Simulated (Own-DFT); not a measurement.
# What a defect does to the pressure of its cell: zincblende GaAs

Source: density functional calculations with Own-DFT, an unreviewed in-house program that is no longer used. Nothing was measured or relaxed, and spin and spin-orbit coupling are left out.

Settings: PBE; PseudoDojo norm-conserving scalar-relativistic files; cutoff 42 hartree; 3 x 3 x 3 k mesh centred on Gamma; Fermi-Dirac smearing of 0.1 eV.

Known weak points (not all hold for every row): not probed for a lower state with spin; forces not confirmed at this smearing and k mesh; stress not checked against mesh or cutoff.

All runs share one cell, with vectors in Å (11.737, 0.000, 0.000); (0.000, 11.737, 0.000); (0.000, 0.000, 10.919) and a volume of 1504.3 Å³, strained against the parent crystal. u is the rms random offset of the atoms per axis. The defect's site can differ from row to row.

```
cell,formula,u (Å),P (GPa)
no defect,As32Ga32,0.0259,0.73
no defect,As32Ga32,0.0500,1.02
no defect,As32Ga32,0.0530,1.13
one Al on a Ga site,AlAs32Ga31,0.0273,0.70
one Al on a Ga site,AlAs32Ga31,0.0302,0.73
one Al on a Ga site,AlAs32Ga31,0.0465,?
one Al on a Ga site,AlAs32Ga31,0.0491,1.05
one P on an As site,As31Ga32P,0.0312,0.52
one P on an As site,As31Ga32P,0.0341,0.56
one P on an As site,As31Ga32P,0.0518,0.83
one As vacancy and one Ga vacancy,As31Ga31,0.0297,0.47
one As vacancy and one Ga vacancy,As31Ga31,0.0483,0.79
one As vacancy and one Ga vacancy,As31Ga31,0.0508,0.63
one In on a Ga site,As32Ga31In,0.0304,1.33
one In on a Ga site,As32Ga31In,0.0531,1.69
one In on a Ga site,As32Ga31In,0.0532,1.73
```

## Analysis

P = P0 + c u² + a shift for each defect gives P0 = 0.60 GPa, c = 182 ± 17 GPa/Å² and a scatter of 0.06 GPa. The shifts, and each times the cell's volume:

- one In on a Ga site: 0.59 ± 0.05 GPa, 5.5 eV
- one Al on a Ga site: -0.02 ± 0.05 GPa, -0.2 eV (not resolved)
- one P on an As site: -0.25 ± 0.05 GPa, -2.4 eV
- one As vacancy and one Ga vacancy: -0.32 ± 0.05 GPa, -3.0 eV

Positive is outwards. The product with the volume (160.2 GPa Å³ to the eV) is nearly free of the cell's size; divided by the bulk modulus at the cell's pressure it gives the volume that the defect adds. The atoms around the defects weren't relaxed, which would change these numbers.

## Prediction

Asked: what pressure belongs in the blank (one Al on a Ga site, u = 0.0465 Å)?

The fit gives 0.97 ± 0.07 GPa. The run itself gave 0.93 GPa.
